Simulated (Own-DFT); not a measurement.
## Calculated data, Si₇Ge (layered order of Si and Ge on the diamond lattice, atoms displaced), Si₃Ge (diamond-structure random alloy)

All values are calculated (Own-DFT development build). A calculation, not a measurement: plane-wave PBEsol density functional theory by an unreviewed code, no spin, of a simulated periodic cell, stress positive in tension, free energy of the whole cell less one offset for each atom, forces on such cells passed a denser k mesh, this cell's mesh not checked; offsets are fitted by least squares, one for each functional and potential file, so energies compare only between cells with the same atoms and settings and are not formation energies; the far tail of each file's local potential was reset to the Coulomb form; each entry is a single point on an unrelaxed cell, so the pressure reflects the starting lattice, mostly measured values, from which strain is counted, and rises with the displacements; printed positions are rounded, which can move forces by about a meV/angstrom; the program is a retired in-house code; no spin-orbit coupling.

Settings shared by all entries: functional PBEsol; potential files PseudoDojo norm-conserving, scalar-relativistic, made for PBE, standard set; wave cutoff 42 hartree; occupations Fermi-Dirac; smearing width 0.1 eV; hardware one NVIDIA H100; k mesh 3 x 3 x 3 centred on Gamma.

(1) 
```cif
# cell vector a (Å): 10.9187 0.0000 0.0000
# cell vector b (Å): 0.0000 10.9187 0.0000
# cell vector c (Å): 0.0000 0.0000 10.9187
data_Si7Ge
_symmetry_space_group_name_H-M 'P 1'
_symmetry_Int_Tables_number 1
_cell_length_a 10.9187
_cell_length_b 10.9187
_cell_length_c 10.9187
_cell_angle_alpha 90.000
_cell_angle_beta 90.000
_cell_angle_gamma 90.000
_cell_volume 1301.71
loop_
_atom_site_label
_atom_site_type_symbol
_atom_site_fract_x
_atom_site_fract_y
_atom_site_fract_z
_atom_site_occupancy
Ge1 Ge 0.00254 0.99832 0.00006 1
Si1 Si 0.99957 0.25269 0.25023 1
Si2 Si 0.24661 0.99906 0.25171 1
Ge2 Ge 0.24947 0.24644 0.99775 1
Si3 Si 0.12193 0.12793 0.12340 1
Si4 Si 0.12351 0.37738 0.37447 1
Si5 Si 0.37512 0.12654 0.37654 1
Si6 Si 0.37449 0.37791 0.12674 1
Si7 Si 0.00490 0.99592 0.50187 1
Si8 Si 0.99851 0.25188 0.75124 1
Si9 Si 0.24713 0.00017 0.75016 1
Si10 Si 0.25194 0.25189 0.50464 1
Si11 Si 0.12376 0.12441 0.62489 1
Si12 Si 0.12505 0.37537 0.87564 1
Si13 Si 0.37378 0.12665 0.87559 1
Si14 Si 0.37482 0.37510 0.62605 1
Ge3 Ge 0.99938 0.50499 0.99937 1
Si15 Si 0.00287 0.75292 0.24701 1
Si16 Si 0.25477 0.49716 0.25034 1
Ge4 Ge 0.25374 0.74823 0.00472 1
Si17 Si 0.12660 0.62613 0.12460 1
Si18 Si 0.12882 0.87723 0.37310 1
Si19 Si 0.37579 0.62464 0.37319 1
Si20 Si 0.37711 0.87226 0.12752 1
Si21 Si 0.00255 0.50033 0.49800 1
Si22 Si 0.00157 0.74716 0.74914 1
Si23 Si 0.25264 0.50169 0.75269 1
Si24 Si 0.24994 0.74944 0.49980 1
Si25 Si 0.12555 0.62481 0.62581 1
Si26 Si 0.12738 0.87522 0.87466 1
Si27 Si 0.37213 0.61941 0.87663 1
Si28 Si 0.37789 0.87329 0.62114 1
Ge5 Ge 0.50038 0.00046 0.99887 1
Si29 Si 0.49792 0.25234 0.24629 1
Si30 Si 0.75082 0.99761 0.25303 1
Ge6 Ge 0.74996 0.25555 0.99913 1
Si31 Si 0.62673 0.12201 0.12420 1
Si32 Si 0.62742 0.37040 0.37423 1
Si33 Si 0.87678 0.11995 0.37431 1
Si34 Si 0.87404 0.37430 0.12891 1
Si35 Si 0.50476 0.00111 0.50106 1
Si36 Si 0.49916 0.24802 0.74620 1
Si37 Si 0.75110 0.99919 0.75052 1
Si38 Si 0.74627 0.25044 0.49739 1
Si39 Si 0.62652 0.12562 0.62518 1
Si40 Si 0.62594 0.37391 0.87273 1
Si41 Si 0.87822 0.12228 0.87027 1
Si42 Si 0.87396 0.37633 0.62468 1
Ge7 Ge 0.50160 0.50424 0.00080 1
Si43 Si 0.49955 0.74898 0.25240 1
Si44 Si 0.74995 0.49697 0.25259 1
Ge8 Ge 0.74927 0.75163 0.99801 1
Si45 Si 0.62365 0.62284 0.12358 1
Si46 Si 0.62299 0.87906 0.37449 1
Si47 Si 0.87805 0.63022 0.37615 1
Si48 Si 0.87633 0.86998 0.12488 1
Si49 Si 0.50419 0.50032 0.50595 1
Si50 Si 0.49913 0.74965 0.74745 1
Si51 Si 0.74602 0.49971 0.74969 1
Si52 Si 0.74792 0.75369 0.49741 1
Si53 Si 0.62420 0.62747 0.62105 1
Si54 Si 0.62529 0.87485 0.87574 1
Si55 Si 0.87248 0.62488 0.87144 1
Si56 Si 0.87381 0.87493 0.62088 1
_calc_free_energy_of_cell_above_offsets '-5.666'  # eV
_calc_pressure 0.67  # GPa
_calc_stress_xx -0.69  # GPa
_calc_stress_yy -0.65  # GPa
_calc_stress_zz -0.67  # GPa
_calc_stress_yz -0.12  # GPa
_calc_stress_xz -0.22  # GPa
_calc_stress_xy -0.28  # GPa
_calc_wall_time 328.5  # s
```

Force:
```
element  x (eV/Å)  y (eV/Å)  z (eV/Å)
     Ge    -0.423     0.002    -0.041
     Si    -0.052    -0.452      0.18
     Si     0.699     0.682    -0.587
     Ge     0.051     0.788     0.507
     Si     0.266    -0.315     0.785
     Si     0.603    -0.419     0.096
     Si     0.036    -0.071    -0.114
     Si     0.129    -0.468    -0.536
     Si    -0.397     0.336    -0.379
     Si     0.233    -0.062    -0.398
     Si     0.654    -0.068     -0.28
     Si    -0.498    -0.175    -0.616
     Si     0.071     0.369     0.242
     Si    -0.071     0.162    -0.385
     Si     0.269    -0.472    -0.863
     Si     0.195     0.366     0.198
     Ge    -0.176    -0.542     0.197
     Si     0.148    -0.339     0.477
     Si    -0.827     0.551     0.092
     Ge    -0.234     0.244    -0.685
     Si     0.092     -0.36     0.759
     Si    -0.451    -0.624     0.388
     Si     0.124    -0.289     0.705
     Si    -0.054      0.59     0.414
     Si    -0.427     0.245     0.389
     Si     -0.33     0.525     0.003
     Si      -0.6    -0.567    -0.459
     Si     0.092    -0.079    -0.221
     Si     0.245     -0.18    -0.111
     Si     0.002    -0.562    -0.174
     Si     0.608     1.059    -0.436
     Si    -0.379     0.451     0.337
     Ge     -0.22    -0.145     0.162
     Si     0.318    -0.542     0.307
     Si     0.174         0    -0.704
     Ge     0.366    -1.045    -0.041
     Si     0.055     0.509     0.469
     Si    -0.821     0.633    -0.028
     Si     0.137     0.488     0.417
     Si     0.261     0.506     -0.16
     Si    -0.621     0.212    -0.072
     Si     0.035     0.142     0.508
     Si     -0.07    -0.056    -0.257
     Si     0.996    -0.501     0.328
     Si     0.147    -0.132     0.089
     Si     -0.69     0.172    -0.297
     Si    -0.373     0.381     0.439
     Si    -0.086    -0.047    -0.228
     Ge    -0.219    -0.993    -0.357
     Si     0.377     0.032    -0.227
     Si     0.139     0.662     0.001
     Ge     0.058      -0.5     0.229
     Si     0.621     0.529     1.006
     Si     0.066    -0.516    -0.065
     Si    -0.238     -0.35    -0.303
     Si     -0.24     0.733     0.263
     Si    -0.504    -0.404     -1.11
     Si     -0.07    -0.222     0.512
     Si     0.267     0.237    -0.395
     Si     0.098    -0.182    -0.096
     Si     0.435     0.149     0.626
     Si    -0.276     0.056    -0.834
     Si     0.031     0.043    -0.255
     Si     0.249    -0.176     0.591
```

(2) 
```cif
# cell vector a (Å): 10.9187 0.0000 0.0000
# cell vector b (Å): 0.0000 10.9187 0.0000
# cell vector c (Å): 0.0000 0.0000 10.9187
data_Si7Ge
_symmetry_space_group_name_H-M 'P 1'
_symmetry_Int_Tables_number 1
_cell_length_a 10.9187
_cell_length_b 10.9187
_cell_length_c 10.9187
_cell_angle_alpha 90.000
_cell_angle_beta 90.000
_cell_angle_gamma 90.000
_cell_volume 1301.71
loop_
_atom_site_label
_atom_site_type_symbol
_atom_site_fract_x
_atom_site_fract_y
_atom_site_fract_z
_atom_site_occupancy
Ge1 Ge 0.00288 0.99702 0.00405 1
Si1 Si 0.99856 0.24729 0.24817 1
Si2 Si 0.24943 0.00481 0.24358 1
Ge2 Ge 0.24770 0.25153 0.99870 1
Si3 Si 0.12726 0.12948 0.12284 1
Si4 Si 0.12303 0.37535 0.37914 1
Si5 Si 0.37428 0.13138 0.37443 1
Si6 Si 0.37211 0.37600 0.12566 1
Si7 Si 0.00243 0.99799 0.49849 1
Si8 Si 0.00258 0.24967 0.75106 1
Si9 Si 0.24775 0.99944 0.74826 1
Si10 Si 0.25012 0.25056 0.50100 1
Si11 Si 0.12401 0.11579 0.62203 1
Si12 Si 0.12528 0.37341 0.87338 1
Si13 Si 0.37407 0.12926 0.87115 1
Si14 Si 0.37184 0.37471 0.62637 1
Ge3 Ge 0.99861 0.49619 0.99689 1
Si15 Si 0.99942 0.74874 0.25252 1
Si16 Si 0.25209 0.49880 0.25034 1
Ge4 Ge 0.24920 0.75218 0.99720 1
Si17 Si 0.12357 0.62525 0.12826 1
Si18 Si 0.12782 0.87495 0.37370 1
Si19 Si 0.37529 0.62818 0.37295 1
Si20 Si 0.37243 0.87648 0.12425 1
Si21 Si 0.99806 0.50049 0.50462 1
Si22 Si 0.00171 0.75264 0.74930 1
Si23 Si 0.24777 0.49493 0.74997 1
Si24 Si 0.24896 0.75698 0.50305 1
Si25 Si 0.12790 0.62350 0.62660 1
Si26 Si 0.13060 0.87073 0.87640 1
Si27 Si 0.37511 0.62333 0.87800 1
Si28 Si 0.37496 0.87636 0.62480 1
Ge5 Ge 0.49934 0.99829 0.99872 1
Si29 Si 0.49718 0.24881 0.25251 1
Si30 Si 0.75101 0.00221 0.24765 1
Ge6 Ge 0.74694 0.24614 0.00215 1
Si31 Si 0.62695 0.12519 0.12454 1
Si32 Si 0.62492 0.37727 0.37087 1
Si33 Si 0.87810 0.12485 0.37276 1
Si34 Si 0.87413 0.37390 0.12740 1
Si35 Si 0.50232 0.00024 0.49900 1
Si36 Si 0.50015 0.25452 0.75500 1
Si37 Si 0.75041 0.00242 0.75098 1
Si38 Si 0.75154 0.25002 0.50403 1
Si39 Si 0.62475 0.12228 0.62892 1
Si40 Si 0.62439 0.36956 0.87599 1
Si41 Si 0.87695 0.12688 0.87743 1
Si42 Si 0.87705 0.37232 0.61935 1
Ge7 Ge 0.50137 0.50449 0.00042 1
Si43 Si 0.50449 0.74644 0.25128 1
Si44 Si 0.75007 0.49982 0.25328 1
Ge8 Ge 0.75488 0.74982 0.00108 1
Si45 Si 0.62506 0.62382 0.12392 1
Si46 Si 0.62030 0.87337 0.37811 1
Si47 Si 0.87764 0.62406 0.37849 1
Si48 Si 0.87331 0.87304 0.12266 1
Si49 Si 0.49469 0.49810 0.49785 1
Si50 Si 0.50250 0.75106 0.74933 1
Si51 Si 0.74834 0.50319 0.74211 1
Si52 Si 0.74797 0.75303 0.50541 1
Si53 Si 0.62332 0.62638 0.62006 1
Si54 Si 0.62775 0.86992 0.87505 1
Si55 Si 0.87619 0.62794 0.86970 1
Si56 Si 0.87857 0.87110 0.62246 1
_calc_free_energy_of_cell_above_offsets '-5.338'  # eV
_calc_pressure 0.73  # GPa
_calc_stress_xx -0.78  # GPa
_calc_stress_yy -0.7  # GPa
_calc_stress_zz -0.72  # GPa
_calc_stress_yz 0.16  # GPa
_calc_stress_xz -0.3  # GPa
_calc_stress_xy -0.31  # GPa
_calc_wall_time 321.3  # s
```

Force:
```
element  x (eV/Å)  y (eV/Å)  z (eV/Å)
     Ge     0.068     0.189    -0.547
     Si     0.479      0.53     0.254
     Si     0.209    -0.163      0.84
     Ge     0.546     0.096    -0.143
     Si     -0.54    -0.349      0.46
     Si    -0.002     0.036    -0.478
     Si    -0.114    -1.019     0.255
     Si     0.571    -0.098     0.163
     Si    -0.498    -0.285    -0.491
     Si    -0.197     -0.34    -0.551
     Si     0.467    -0.074      0.36
     Si    -0.415    -0.272       0.2
     Si       0.1      1.17     0.316
     Si    -0.199     0.061    -0.274
     Si    -0.099     -0.61     0.035
     Si     0.456    -0.143    -0.036
     Ge    -0.038     0.558     0.262
     Si    -0.073     0.223    -0.141
     Si    -0.541     0.253     0.337
     Ge     0.375    -0.928     0.975
     Si     0.108    -0.263    -0.198
     Si    -0.151     0.377    -0.352
     Si    -0.385    -0.111     0.431
     Si      0.54    -0.337     0.577
     Si     0.568     0.106    -0.396
     Si      0.39     -0.33     0.035
     Si     0.408     0.699     0.305
     Si     0.254    -0.943    -0.388
     Si    -0.249     0.318    -0.061
     Si    -0.944     0.969    -0.924
     Si    -0.147     0.254      -1.2
     Si     0.391     0.235      0.26
     Ge     0.109     0.228    -0.224
     Si     0.562     0.441    -0.782
     Si    -0.202    -0.582     0.467
     Ge     0.655     0.564    -0.134
     Si     -0.94    -0.352     0.719
     Si    -0.188    -0.566     0.844
     Si    -0.434     -0.15      0.49
     Si    -0.222     0.023     0.083
     Si    -0.705     0.424     0.136
     Si    -0.235    -0.541    -1.009
     Si     0.522    -0.654     0.133
     Si    -0.522    -0.385    -0.908
     Si    -0.149     0.591    -0.186
     Si      0.53     1.342    -0.284
     Si     0.077    -0.389    -0.417
     Si    -0.091     0.227     1.154
     Ge     -0.13     -1.05    -0.011
     Si    -0.624     0.531    -0.449
     Si     0.295      0.36    -0.422
     Ge    -0.546    -0.566    -0.345
     Si     0.704     0.206     0.666
     Si     0.969     0.306    -0.523
     Si    -0.625     0.315     0.093
     Si     0.473     0.325     1.239
     Si     0.328     0.241    -0.036
     Si     -0.46    -0.408     0.011
     Si     0.163    -0.646     0.602
     Si     0.279    -0.372    -0.913
     Si    -0.494    -0.316     0.204
     Si    -0.019     0.664     -0.34
     Si    -0.113    -0.551    -0.193
     Si    -0.304     0.932     0.452
```

(3) 
```cif
# cell vector a (Å): 10.9755 0.0000 0.0000
# cell vector b (Å): 0.0000 10.9755 0.0000
# cell vector c (Å): 0.0000 0.0000 10.9755
data_Si3Ge
_symmetry_space_group_name_H-M 'P 1'
_symmetry_Int_Tables_number 1
_cell_length_a 10.9755
_cell_length_b 10.9755
_cell_length_c 10.9755
_cell_angle_alpha 90.000
_cell_angle_beta 90.000
_cell_angle_gamma 90.000
_cell_volume 1322.13
loop_
_atom_site_label
_atom_site_type_symbol
_atom_site_fract_x
_atom_site_fract_y
_atom_site_fract_z
_atom_site_occupancy
Si1 Si 0.00000 0.00000 0.00000 1
Si2 Si 0.00000 0.25000 0.25000 1
Si3 Si 0.25000 0.00000 0.25000 1
Si4 Si 0.25000 0.25000 0.00000 1
Si5 Si 0.12500 0.12500 0.12500 1
Si6 Si 0.12500 0.37500 0.37500 1
Si7 Si 0.37500 0.12500 0.37500 1
Si8 Si 0.37500 0.37500 0.12500 1
Si9 Si 0.00000 0.00000 0.50000 1
Si10 Si 0.00000 0.25000 0.75000 1
Si11 Si 0.25000 0.00000 0.75000 1
Si12 Si 0.25000 0.25000 0.50000 1
Si13 Si 0.12500 0.12500 0.62500 1
Si14 Si 0.12500 0.37500 0.87500 1
Si15 Si 0.37500 0.12500 0.87500 1
Si16 Si 0.37500 0.37500 0.62500 1
Si17 Si 0.00000 0.50000 0.00000 1
Si18 Si 0.00000 0.75000 0.25000 1
Ge1 Ge 0.25000 0.50000 0.25000 1
Ge2 Ge 0.25000 0.75000 0.00000 1
Ge3 Ge 0.12500 0.62500 0.12500 1
Si19 Si 0.12500 0.87500 0.37500 1
Si20 Si 0.37500 0.62500 0.37500 1
Ge4 Ge 0.37500 0.87500 0.12500 1
Si21 Si 0.00000 0.50000 0.50000 1
Si22 Si 0.00000 0.75000 0.75000 1
Ge5 Ge 0.25000 0.50000 0.75000 1
Si23 Si 0.25000 0.75000 0.50000 1
Si24 Si 0.12500 0.62500 0.62500 1
Si25 Si 0.12500 0.87500 0.87500 1
Si26 Si 0.37500 0.62500 0.87500 1
Si27 Si 0.37500 0.87500 0.62500 1
Si28 Si 0.50000 0.00000 0.00000 1
Ge6 Ge 0.50000 0.25000 0.25000 1
Si29 Si 0.75000 0.00000 0.25000 1
Ge7 Ge 0.75000 0.25000 0.00000 1
Si30 Si 0.62500 0.12500 0.12500 1
Ge8 Ge 0.62500 0.37500 0.37500 1
Si31 Si 0.87500 0.12500 0.37500 1
Ge9 Ge 0.87500 0.37500 0.12500 1
Si32 Si 0.50000 0.00000 0.50000 1
Ge10 Ge 0.50000 0.25000 0.75000 1
Si33 Si 0.75000 0.00000 0.75000 1
Si34 Si 0.75000 0.25000 0.50000 1
Si35 Si 0.62500 0.12500 0.62500 1
Ge11 Ge 0.62500 0.37500 0.87500 1
Ge12 Ge 0.87500 0.12500 0.87500 1
Ge13 Ge 0.87500 0.37500 0.62500 1
Si36 Si 0.50000 0.50000 0.00000 1
Si37 Si 0.50000 0.75000 0.25000 1
Si38 Si 0.75000 0.50000 0.25000 1
Si39 Si 0.75000 0.75000 0.00000 1
Si40 Si 0.62500 0.62500 0.12500 1
Si41 Si 0.62500 0.87500 0.37500 1
Si42 Si 0.87500 0.62500 0.37500 1
Si43 Si 0.87500 0.87500 0.12500 1
Si44 Si 0.50000 0.50000 0.50000 1
Ge14 Ge 0.50000 0.75000 0.75000 1
Si45 Si 0.75000 0.50000 0.75000 1
Si46 Si 0.75000 0.75000 0.50000 1
Ge15 Ge 0.62500 0.62500 0.62500 1
Ge16 Ge 0.62500 0.87500 0.87500 1
Si47 Si 0.87500 0.62500 0.87500 1
Si48 Si 0.87500 0.87500 0.62500 1
_calc_free_energy_of_cell_above_offsets '-5.417'  # eV
_calc_pressure 0.42  # GPa
_calc_stress_xx -0.42  # GPa
_calc_stress_yy -0.42  # GPa
_calc_stress_zz -0.42  # GPa
_calc_stress_yz -0.02  # GPa
_calc_stress_xz -0.02  # GPa
_calc_stress_xy -0.01  # GPa
_calc_wall_time 371.7  # s
```

Force:
```
element  x (eV/Å)  y (eV/Å)  z (eV/Å)
     Si     0.224    -0.229     0.209
     Si     0.225    -0.215     0.235
     Si    -0.216     0.224     0.237
     Si     0.002     0.006         0
     Si         0    -0.011     0.018
     Si     -0.22    -0.227     0.228
     Si    -0.237    -0.224     0.216
     Si     0.001     0.001    -0.442
     Si         0    -0.001     0.003
     Si     0.454    -0.008     0.008
     Si    -0.009    -0.002    -0.001
     Si     0.003     0.002     0.001
     Si    -0.004     0.012     0.009
     Si    -0.243    -0.226     0.216
     Si    -0.215    -0.233     0.229
     Si         0     0.003    -0.465
     Si     0.004    -0.005    -0.438
     Si    -0.225     0.219      0.22
     Ge     0.253    -0.262     0.249
     Ge     0.003    -0.012    -0.524
     Ge    -0.522     0.002    -0.014
     Si    -0.007     0.009    -0.007
     Si     0.237     0.211     0.233
     Ge     0.258      0.27     0.253
     Si     0.228     0.226    -0.229
     Si     0.003      0.01     -0.01
     Ge     0.014     0.003     0.002
     Si         0     0.007     0.002
     Si    -0.225     0.223    -0.233
     Si    -0.217     0.221    -0.215
     Si     0.219     -0.21     0.227
     Si    -0.224     0.219    -0.216
     Si     0.012     0.455     0.016
     Ge    -0.259     -0.27    -0.272
     Si    -0.011     0.004    -0.011
     Ge    -0.263    -0.267     0.264
     Si    -0.012    -0.448    -0.015
     Ge     0.254     0.263     0.262
     Si     0.001     0.003     0.009
     Ge     0.255     0.266     0.253
     Si    -0.009         0    -0.003
     Ge    -0.261     -0.25    -0.271
     Si     0.008    -0.002    -0.453
     Si    -0.001    -0.452    -0.001
     Si      0.24    -0.233    -0.229
     Ge     0.015     0.524         0
     Ge     0.261    -0.256    -0.268
     Ge     0.004    -0.002     0.014
     Si    -0.244     0.227     0.211
     Si     0.224    -0.217     0.235
     Si      0.01     0.449     0.008
     Si     0.226    -0.216     0.225
     Si     0.008    -0.001     0.018
     Si     0.007    -0.013     0.003
     Si    -0.002     0.015    -0.008
     Si     0.012    -0.009     0.007
     Si    -0.449    -0.004     0.006
     Ge    -0.525    -0.012      0.01
     Si     0.217     0.226     0.223
     Si     0.226     0.221    -0.225
     Ge     0.256    -0.264    -0.254
     Ge     0.251     0.273     0.251
     Si    -0.002    -0.021     0.001
     Si    -0.013     0.009    -0.008
```
